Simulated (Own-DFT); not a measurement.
# Computed records: GaP (zincblende, strongly disordered by large displacements), InAs (zincblende, strongly disordered by large displacements)

Computed with Own-DFT development build. A calculation, not a measurement: plane-wave PBE density functional theory by an unreviewed code, no spin, of a simulated periodic cell, stress positive in tension, free energy of the whole cell less one offset for each atom, forces on such cells passed a denser k mesh, this cell's mesh not checked; broken bonds can close the gap or carry spin, so checks made on this kind of crystal may not hold here; offsets are fitted by least squares, one for each functional and potential file, so energies compare only between cells with the same atoms and settings and are not formation energies; the far tail of each file's local potential was reset to the Coulomb form; each entry is a single point on an unrelaxed cell, so the pressure reflects the starting lattice, mostly measured values (interpolated for alloys), from which strain is counted, and rises with the displacements; printed positions are rounded, which can move forces by about a meV/angstrom; the program, named Own-DFT, is a retired in-house code; no spin-orbit coupling.

Settings shared by all entries: functional PBE; potential files PseudoDojo norm-conserving, scalar-relativistic, standard set; wave cutoff 42 hartree; occupations Fermi-Dirac; smearing width 0.1 eV; k mesh 3 x 3 x 3 centred on Gamma.

(1) GaP (zincblende, strongly disordered by large displacements)

```cif
# cell vector a (Å): 10.9010 0.0000 0.0000
# cell vector b (Å): 0.0000 10.9010 0.0000
# cell vector c (Å): 0.0000 0.0000 10.9010
data_GaP
_symmetry_space_group_name_H-M 'P 1'
_symmetry_Int_Tables_number 1
_cell_length_a 10.9010
_cell_length_b 10.9010
_cell_length_c 10.9010
_cell_angle_alpha 90.000
_cell_angle_beta 90.000
_cell_angle_gamma 90.000
_cell_volume 1295.39
loop_
_atom_site_label
_atom_site_type_symbol
_atom_site_fract_x
_atom_site_fract_y
_atom_site_fract_z
_atom_site_occupancy
Ga1 Ga 0.00815 0.01310 0.97935 1
Ga2 Ga 0.97408 0.26623 0.23826 1
Ga3 Ga 0.29035 0.00682 0.23541 1
Ga4 Ga 0.24900 0.28477 0.97665 1
P1 P 0.09801 0.10052 0.12631 1
P2 P 0.07630 0.36320 0.33974 1
P3 P 0.38635 0.10755 0.36344 1
P4 P 0.36282 0.39111 0.10475 1
Ga5 Ga 0.97793 0.00200 0.49653 1
Ga6 Ga 0.01737 0.28986 0.73976 1
Ga7 Ga 0.24956 0.02159 0.78061 1
Ga8 Ga 0.25311 0.23360 0.46635 1
P5 P 0.12568 0.16174 0.62084 1
P6 P 0.13428 0.40910 0.88930 1
P7 P 0.37079 0.10384 0.87090 1
P8 P 0.35383 0.38576 0.59955 1
Ga9 Ga 0.01717 0.50643 0.00116 1
Ga10 Ga 0.98899 0.76549 0.24592 1
Ga11 Ga 0.27348 0.50553 0.25223 1
Ga12 Ga 0.24151 0.72441 0.01145 1
P9 P 0.12078 0.61695 0.12213 1
P10 P 0.11486 0.87150 0.40389 1
P11 P 0.37075 0.61794 0.37049 1
P12 P 0.39897 0.88938 0.10587 1
Ga13 Ga 0.01038 0.49569 0.45549 1
Ga14 Ga 0.99437 0.75900 0.76292 1
Ga15 Ga 0.22250 0.49261 0.76052 1
Ga16 Ga 0.27560 0.73397 0.51993 1
P13 P 0.14674 0.60063 0.64116 1
P14 P 0.11005 0.90833 0.86265 1
P15 P 0.37995 0.60959 0.86966 1
P16 P 0.38055 0.87810 0.60578 1
Ga17 Ga 0.47518 0.99067 0.96613 1
Ga18 Ga 0.49667 0.24741 0.23363 1
Ga19 Ga 0.74013 0.02226 0.27902 1
Ga20 Ga 0.74885 0.26070 0.97913 1
P17 P 0.57291 0.12509 0.12869 1
P18 P 0.61168 0.35916 0.38770 1
P19 P 0.82637 0.13664 0.37755 1
P20 P 0.88901 0.40727 0.13436 1
Ga21 Ga 0.49700 0.04379 0.49956 1
Ga22 Ga 0.47416 0.24202 0.75626 1
Ga23 Ga 0.77265 0.00639 0.76211 1
Ga24 Ga 0.76155 0.26367 0.49595 1
P21 P 0.62324 0.14885 0.66221 1
P22 P 0.62662 0.37449 0.88036 1
P23 P 0.89074 0.12028 0.86351 1
P24 P 0.87500 0.39336 0.62294 1
Ga25 Ga 0.50862 0.47741 0.01156 1
Ga26 Ga 0.50125 0.75101 0.27638 1
Ga27 Ga 0.73820 0.51469 0.24737 1
Ga28 Ga 0.73683 0.75564 0.00217 1
P25 P 0.63736 0.61853 0.12391 1
P26 P 0.65588 0.87899 0.36731 1
P27 P 0.84827 0.59375 0.35965 1
P28 P 0.90263 0.87255 0.12214 1
Ga29 Ga 0.48753 0.49885 0.47464 1
Ga30 Ga 0.54079 0.76990 0.74555 1
Ga31 Ga 0.72457 0.51556 0.72336 1
Ga32 Ga 0.78511 0.75521 0.50579 1
P29 P 0.59615 0.62166 0.61388 1
P30 P 0.62246 0.87955 0.86504 1
P31 P 0.88187 0.63428 0.90640 1
P32 P 0.87626 0.86552 0.61645 1
```

It was run with hardware one NVIDIA H100.

Results for GaP (zincblende, strongly disordered by large displacements): free energy of cell above offsets 5.749 eV; pressure 12.35 GPa; stress xx -11 GPa; stress yy -12.49 GPa; stress zz -13.55 GPa; stress yz -2.54 GPa; stress xz -3.62 GPa; stress xy -0.85 GPa; wall time 548.1 s.

Force:
| element | x (eV/Å) | y (eV/Å) | z (eV/Å) |
| --- | --- | --- | --- |
| Ga | -2.214 | -0.567 | 2.491 |
| Ga | -3.721 | -7.697 | -4.155 |
| Ga | -4.255 | -1.98 | -2.06 |
| Ga | 0.758 | -4.732 | 1.967 |
| P | 2.651 | 3.272 | 2.617 |
| P | 9.913 | 2.023 | 3.864 |
| P | -1.125 | 4.208 | -0.683 |
| P | 0.087 | -1.912 | 3.141 |
| Ga | 0.952 | 1.701 | -0.051 |
| Ga | -0.941 | -0.418 | 0.803 |
| Ga | -6.035 | -3.92 | -7.78 |
| Ga | -1.064 | 1.595 | 0.555 |
| P | 0.171 | -2.5 | -0.197 |
| P | -4.059 | -4.795 | 0.452 |
| P | 2.088 | 9.245 | 2.277 |
| P | 0.01 | -1.511 | 1.24 |
| Ga | -3.54 | 0.672 | 1.057 |
| Ga | 2.514 | -3.225 | 3.448 |
| Ga | -3.962 | -1.821 | -2.67 |
| Ga | 2.497 | 2.236 | -2.07 |
| P | 0.64 | 1.365 | 4.313 |
| P | 1.249 | -0.843 | -1.649 |
| P | 0.28 | 3.019 | 0.862 |
| P | -2.435 | -4.697 | 3.127 |
| Ga | -1.549 | 2.459 | 4.154 |
| Ga | 0.755 | -1.057 | -0.371 |
| Ga | 8.098 | -0.044 | -1.361 |
| Ga | -2.583 | -0.382 | -0.15 |
| P | -4.651 | 5.741 | -5.959 |
| P | 2.179 | -4.843 | -1.268 |
| P | 0.348 | 0.978 | 0.333 |
| P | 1.711 | 2.078 | 2.304 |
| Ga | 5.138 | -0.992 | 1.788 |
| Ga | -3.025 | 4.983 | 3.748 |
| Ga | -3.111 | -3.422 | -8.075 |
| Ga | 1.884 | -1.863 | 2.35 |
| P | 5.622 | -4.672 | -4.889 |
| P | 0.081 | 0.896 | -2.177 |
| P | 7.874 | 2.386 | 1.826 |
| P | -2.829 | -0.599 | -2.62 |
| Ga | 3.498 | -3.111 | 3.967 |
| Ga | -0.095 | 2.57 | -0.379 |
| Ga | -2.621 | -1.56 | -2.192 |
| Ga | -2.12 | 2.402 | 4.37 |
| P | 1.712 | -1.582 | -2.899 |
| P | -1.707 | 1.015 | -2.965 |
| P | -0.086 | 4.256 | 0.646 |
| P | 0.114 | 0.621 | -0.604 |
| Ga | 1.28 | 3.046 | -1.38 |
| Ga | 1.598 | 0.921 | -2.204 |
| Ga | -3.228 | -5.694 | -2.369 |
| Ga | 1.308 | 0.821 | 0.818 |
| P | -3.913 | 1.76 | -1.081 |
| P | -2.988 | -2.943 | 2.852 |
| P | 5.937 | 6.079 | 5.799 |
| P | -4.287 | 3.507 | -3.218 |
| Ga | 1.008 | -1.314 | 2.121 |
| Ga | -5.091 | -3.4 | -3.893 |
| Ga | 1.731 | -1.338 | 2.071 |
| Ga | -4.538 | -4.512 | -4.459 |
| P | 1.115 | 1.418 | -1.202 |
| P | 3.65 | 3.043 | 3.709 |
| P | -0.881 | 0.103 | -2.867 |
| P | 2.203 | 3.526 | 4.828 |

(2) GaP (zincblende, strongly disordered by large displacements)

```cif
# cell vector a (Å): 10.9010 0.0000 0.0000
# cell vector b (Å): 0.0000 10.9010 0.0000
# cell vector c (Å): 0.0000 0.0000 10.9010
data_GaP
_symmetry_space_group_name_H-M 'P 1'
_symmetry_Int_Tables_number 1
_cell_length_a 10.9010
_cell_length_b 10.9010
_cell_length_c 10.9010
_cell_angle_alpha 90.000
_cell_angle_beta 90.000
_cell_angle_gamma 90.000
_cell_volume 1295.39
loop_
_atom_site_label
_atom_site_type_symbol
_atom_site_fract_x
_atom_site_fract_y
_atom_site_fract_z
_atom_site_occupancy
Ga1 Ga 0.01793 0.98827 0.01402 1
Ga2 Ga 0.99830 0.25669 0.29535 1
Ga3 Ga 0.24568 0.00446 0.23945 1
Ga4 Ga 0.22287 0.23679 0.01113 1
P1 P 0.13907 0.13373 0.12101 1
P2 P 0.12224 0.39465 0.40093 1
P3 P 0.38552 0.10131 0.37722 1
P4 P 0.34809 0.35029 0.14693 1
Ga5 Ga 0.01289 0.02772 0.50904 1
Ga6 Ga 0.00117 0.26240 0.72647 1
Ga7 Ga 0.24099 0.96025 0.75342 1
Ga8 Ga 0.24123 0.24499 0.50888 1
P5 P 0.11040 0.13291 0.60415 1
P6 P 0.14180 0.38506 0.86784 1
P7 P 0.38375 0.15477 0.89445 1
P8 P 0.37002 0.38958 0.61898 1
Ga9 Ga 0.99752 0.49770 0.99595 1
Ga10 Ga 0.02545 0.75455 0.22648 1
Ga11 Ga 0.25164 0.47930 0.24054 1
Ga12 Ga 0.24127 0.74031 0.99163 1
P9 P 0.10411 0.59753 0.11191 1
P10 P 0.14134 0.88096 0.37612 1
P11 P 0.39916 0.62071 0.39719 1
P12 P 0.36849 0.88546 0.13324 1
Ga13 Ga 0.99426 0.48950 0.46846 1
Ga14 Ga 0.96634 0.75211 0.72806 1
Ga15 Ga 0.27395 0.49545 0.76671 1
Ga16 Ga 0.24065 0.74735 0.47617 1
P13 P 0.10998 0.60137 0.63673 1
P14 P 0.09998 0.90036 0.87712 1
P15 P 0.36494 0.60787 0.86559 1
P16 P 0.39303 0.86987 0.62230 1
Ga17 Ga 0.47872 0.01351 0.97093 1
Ga18 Ga 0.48770 0.24207 0.30239 1
Ga19 Ga 0.72697 0.01284 0.23409 1
Ga20 Ga 0.76797 0.24180 0.99911 1
P17 P 0.61042 0.13458 0.16258 1
P18 P 0.61388 0.34390 0.37479 1
P19 P 0.88642 0.13623 0.38534 1
P20 P 0.87443 0.37766 0.10716 1
Ga21 Ga 0.46641 0.00861 0.51229 1
Ga22 Ga 0.51302 0.25040 0.73282 1
Ga23 Ga 0.75024 0.98940 0.74942 1
Ga24 Ga 0.73697 0.26380 0.48991 1
P21 P 0.59841 0.10891 0.60973 1
P22 P 0.63442 0.36517 0.85462 1
P23 P 0.87233 0.13768 0.89500 1
P24 P 0.88097 0.36882 0.64304 1
Ga25 Ga 0.49307 0.48249 0.98340 1
Ga26 Ga 0.48340 0.78811 0.24687 1
Ga27 Ga 0.75673 0.50130 0.26759 1
Ga28 Ga 0.73329 0.73146 0.00387 1
P25 P 0.62109 0.63891 0.09768 1
P26 P 0.64412 0.89325 0.32601 1
P27 P 0.86206 0.65216 0.34750 1
P28 P 0.86767 0.91085 0.11182 1
Ga29 Ga 0.49790 0.48989 0.50849 1
Ga30 Ga 0.49628 0.76993 0.73961 1
Ga31 Ga 0.79129 0.52031 0.71288 1
Ga32 Ga 0.73787 0.77407 0.49296 1
P29 P 0.63743 0.63509 0.62829 1
P30 P 0.61885 0.90845 0.88055 1
P31 P 0.86611 0.63392 0.87220 1
P32 P 0.88122 0.85544 0.61242 1
```

It was run with hardware one NVIDIA H100.

Results for GaP (zincblende, strongly disordered by large displacements): free energy of cell above offsets 5.351 eV; pressure 12.58 GPa; stress xx -13.24 GPa; stress yy -13.32 GPa; stress zz -11.17 GPa; stress yz 1.88 GPa; stress xz 0 GPa; stress xy -0.68 GPa; wall time 564.8 s.

Force:
| element | x (eV/Å) | y (eV/Å) | z (eV/Å) |
| --- | --- | --- | --- |
| Ga | -1.712 | 4.754 | 2.522 |
| Ga | 2.232 | 2.478 | -4.01 |
| Ga | 0.205 | 0.522 | 0.919 |
| Ga | 4.883 | 5.879 | -6.302 |
| P | -6.381 | -5.141 | 6.554 |
| P | 7.013 | -5.292 | -4.697 |
| P | -5.775 | 1.15 | -1.682 |
| P | 3.969 | -1.93 | -2.197 |
| Ga | -5.429 | -7.322 | -5.181 |
| Ga | 3.488 | -3.068 | 4.877 |
| Ga | 1.802 | 2.526 | -1.05 |
| Ga | 2.118 | 1.268 | -1.288 |
| P | 5.431 | 3.199 | 7.5 |
| P | -2.406 | -2.184 | 1.017 |
| P | -2.5 | 1.861 | -3.015 |
| P | -0.537 | -3.037 | 1.025 |
| Ga | -2.131 | -1.643 | -3.842 |
| Ga | -1.765 | 1.083 | 0.527 |
| Ga | -2.035 | 3.776 | 2.733 |
| Ga | -0.389 | 0.282 | 0.484 |
| P | 4.364 | 3.253 | 2.839 |
| P | -2.563 | 1.543 | -1.356 |
| P | -2.018 | 2.133 | -3.451 |
| P | -1.745 | 0.39 | -4.706 |
| Ga | -6.948 | 6.162 | 4.838 |
| Ga | 5.035 | -4.575 | 5.222 |
| Ga | -4.527 | -3.31 | -5.435 |
| Ga | 1.598 | -2.766 | 3.028 |
| P | 0.289 | 1.548 | -0.98 |
| P | 1.747 | -5.327 | -3.487 |
| P | 4.824 | 6.94 | 4.24 |
| P | -5.58 | -0.315 | -1.54 |
| Ga | 0.955 | -1.575 | 3.807 |
| Ga | -3.312 | -1.412 | -5.627 |
| Ga | 7.865 | 3.86 | -2.376 |
| Ga | -5.493 | 3.027 | 3.052 |
| P | -2.345 | 3.382 | -4.656 |
| P | 2.829 | 8.471 | 0.781 |
| P | -3.919 | -2.707 | 0.836 |
| P | -0.028 | -0.04 | 3.137 |
| Ga | 2.466 | -1.977 | 0.373 |
| Ga | -1.423 | 0.341 | 0.607 |
| Ga | 0.884 | 1.541 | -0.849 |
| Ga | 3.127 | -3.021 | 3.795 |
| P | 4.303 | 1.546 | 1.239 |
| P | 0.698 | 1.131 | 0.898 |
| P | 4.394 | -4.463 | -5.239 |
| P | -3.222 | 1.177 | -6.229 |
| Ga | 0.97 | -0.288 | 0.803 |
| Ga | 2.697 | -3.938 | 1.845 |
| Ga | -1.37 | -1.168 | -2.595 |
| Ga | 5.369 | 6.154 | -4.67 |
| P | -6.675 | -5.521 | 6.28 |
| P | -4.66 | -6.949 | 7.768 |
| P | 1.45 | -0.075 | 1.938 |
| P | -0.582 | -3.346 | 1.019 |
| Ga | 3.091 | 0.433 | -0.066 |
| Ga | 3.294 | -3.102 | 4.027 |
| Ga | -2.602 | 1.649 | 2.586 |
| Ga | -0.867 | -0.922 | -1.849 |
| P | -1.067 | -0.103 | -0.998 |
| P | 0.561 | -3.699 | -0.2 |
| P | 0.952 | -0.262 | 0.389 |
| P | -2.895 | 7.021 | -3.932 |

(3) InAs (zincblende, strongly disordered by large displacements)

```cif
# cell vector a (Å): 12.1166 0.0000 0.0000
# cell vector b (Å): 0.0000 12.1166 0.0000
# cell vector c (Å): 0.0000 0.0000 12.1166
data_InAs
_symmetry_space_group_name_H-M 'P 1'
_symmetry_Int_Tables_number 1
_cell_length_a 12.1166
_cell_length_b 12.1166
_cell_length_c 12.1166
_cell_angle_alpha 90.000
_cell_angle_beta 90.000
_cell_angle_gamma 90.000
_cell_volume 1778.86
loop_
_atom_site_label
_atom_site_type_symbol
_atom_site_fract_x
_atom_site_fract_y
_atom_site_fract_z
_atom_site_occupancy
In1 In 0.99485 0.98911 0.97409 1
In2 In 0.96526 0.26308 0.18602 1
In3 In 0.23681 0.96764 0.29244 1
In4 In 0.30897 0.24181 0.02790 1
As1 As 0.15087 0.15454 0.13299 1
As2 As 0.18379 0.39942 0.34262 1
As3 As 0.38128 0.14478 0.34707 1
As4 As 0.39087 0.34413 0.14687 1
In5 In 0.00420 0.04766 0.47235 1
In6 In 0.97404 0.28265 0.77781 1
In7 In 0.24475 0.98229 0.77948 1
In8 In 0.25524 0.18679 0.47530 1
As5 As 0.12735 0.10827 0.58628 1
As6 As 0.09895 0.42118 0.86629 1
As7 As 0.40819 0.10226 0.82390 1
As8 As 0.36342 0.38856 0.56242 1
In9 In 0.97813 0.50254 0.97602 1
In10 In 0.99086 0.78473 0.27399 1
In11 In 0.24939 0.53076 0.24533 1
In12 In 0.31677 0.78804 0.98127 1
As9 As 0.13756 0.62942 0.16349 1
As10 As 0.14327 0.84630 0.37056 1
As11 As 0.38233 0.64384 0.36767 1
As12 As 0.38336 0.90262 0.16212 1
In13 In 0.01460 0.55062 0.52917 1
In14 In 0.96747 0.74728 0.76385 1
In15 In 0.22918 0.53040 0.71310 1
In16 In 0.25685 0.72737 0.44802 1
As13 As 0.12962 0.63684 0.62182 1
As14 As 0.11724 0.86835 0.89586 1
As15 As 0.34863 0.59496 0.89820 1
As16 As 0.37642 0.84968 0.60593 1
In17 In 0.48833 0.98357 0.01325 1
In18 In 0.49802 0.25104 0.28260 1
In19 In 0.76036 0.94380 0.27831 1
In20 In 0.72730 0.23318 0.02206 1
As17 As 0.56301 0.14381 0.16515 1
As18 As 0.58949 0.35000 0.38800 1
As19 As 0.86390 0.15494 0.36344 1
As20 As 0.87349 0.40390 0.12272 1
In21 In 0.47322 0.99745 0.50683 1
In22 In 0.55161 0.27740 0.75449 1
In23 In 0.75999 0.00909 0.73799 1
In24 In 0.77340 0.28560 0.51770 1
As21 As 0.60752 0.10354 0.62925 1
As22 As 0.62616 0.38361 0.93706 1
As23 As 0.85596 0.07733 0.92410 1
As24 As 0.84777 0.41008 0.61014 1
In25 In 0.50338 0.49682 0.97379 1
In26 In 0.47980 0.74509 0.26857 1
In27 In 0.73534 0.47834 0.31520 1
In28 In 0.77921 0.72436 0.97726 1
As25 As 0.63341 0.61122 0.15821 1
As26 As 0.63690 0.87453 0.37440 1
As27 As 0.88185 0.64094 0.34044 1
As28 As 0.90405 0.88748 0.16685 1
In29 In 0.50915 0.49334 0.51108 1
In30 In 0.50144 0.74244 0.73625 1
In31 In 0.73214 0.51502 0.78816 1
In32 In 0.74636 0.74961 0.49023 1
As29 As 0.64768 0.66489 0.64990 1
As30 As 0.65764 0.83590 0.88252 1
As31 As 0.87654 0.59466 0.87297 1
As32 As 0.87548 0.90837 0.61718 1
```

Settings of this run: hardware one NVIDIA H200.

It finds free energy of cell above offsets 40.169 eV; pressure 16.85 GPa; stress xx -20.12 GPa; stress yy -17.23 GPa; stress zz -13.2 GPa; stress yz 1.67 GPa; stress xz -0.37 GPa; stress xy 1.41 GPa; wall time 1287 s.

Force:
| element | x (eV/Å) | y (eV/Å) | z (eV/Å) |
| --- | --- | --- | --- |
| In | 5.611 | -1.712 | 5.357 |
| In | 4.123 | -5.118 | 2.797 |
| In | 4.351 | 7.975 | -4.959 |
| In | -3.055 | -4.5 | -6.128 |
| As | -1.631 | -1.662 | 0.462 |
| As | -3.421 | -6.433 | 5.476 |
| As | -4.817 | -9.241 | 2.292 |
| As | 1.734 | 7.121 | 2.344 |
| In | -4.326 | -2.952 | -3.336 |
| In | -0.697 | -1.16 | -0.872 |
| In | 0.17 | 0.141 | -1.999 |
| In | -0.596 | 4.019 | 1.052 |
| As | 2.173 | 0.966 | 7.814 |
| As | 5.572 | -2.875 | -2.749 |
| As | 0.442 | 0.846 | 1.702 |
| As | -4.185 | -2.383 | 2.635 |
| In | 3.878 | -2.449 | 9.367 |
| In | 4.451 | -5.047 | 2.487 |
| In | 8.855 | -1.197 | 0.089 |
| In | -0.716 | 0.04 | 0.713 |
| As | -7.415 | 6.333 | -6.482 |
| As | -6.586 | -0.88 | 4.154 |
| As | 3.32 | -11.03 | 1.59 |
| As | -0.476 | -1.34 | -0.005 |
| In | -7.394 | -5.568 | -6.999 |
| In | 1.048 | 1.776 | -1.373 |
| In | 6.296 | -7.034 | 5.271 |
| In | -3.739 | 1.566 | 8.253 |
| As | 0.812 | 11.67 | 0.248 |
| As | 1.71 | -3.516 | -1.221 |
| As | -1.085 | 0.825 | -1.724 |
| As | -2.12 | -0.269 | 0.957 |
| In | 1.736 | 1.28 | -2.24 |
| In | -0.187 | 5.983 | -1.766 |
| In | 4.384 | 6.029 | -3.874 |
| In | 1.014 | -1.552 | 2.04 |
| As | 5.934 | -7.177 | -8.577 |
| As | 6.47 | 4.892 | 6.495 |
| As | -0.665 | -0.24 | -1.198 |
| As | -4.523 | 3.787 | -1.022 |
| In | 0.859 | 0.593 | -1.611 |
| In | -1.066 | 0.003 | -0.826 |
| In | -1.444 | 0.313 | 2.159 |
| In | -4.679 | -7.719 | -5.2 |
| As | 1.078 | 1.705 | 0.139 |
| As | 6.417 | -5.037 | -4.004 |
| As | -7.829 | 5.977 | -3.506 |
| As | 4.396 | 6.813 | 5.877 |
| In | -5.794 | 5.937 | 4.466 |
| In | 6.759 | 5.123 | -6.014 |
| In | 0.608 | 0.798 | -1.702 |
| In | -0.511 | 0.46 | 4.984 |
| As | -0.239 | 0.389 | -1.088 |
| As | -8.834 | -2.683 | 5.094 |
| As | -1.517 | -3.055 | 3.148 |
| As | -2.691 | 4.842 | -9.095 |
| In | 2.755 | 4.025 | -0.134 |
| In | -3.201 | 1.499 | 3.036 |
| In | -3.608 | -2.575 | -3.154 |
| In | 2.047 | -0.177 | 0.167 |
| As | 2.368 | -3.597 | -1.635 |
| As | -3.188 | 3.327 | -1.655 |
| As | -1.002 | 5.537 | -4.681 |
| As | 1.864 | -2.42 | -1.834 |
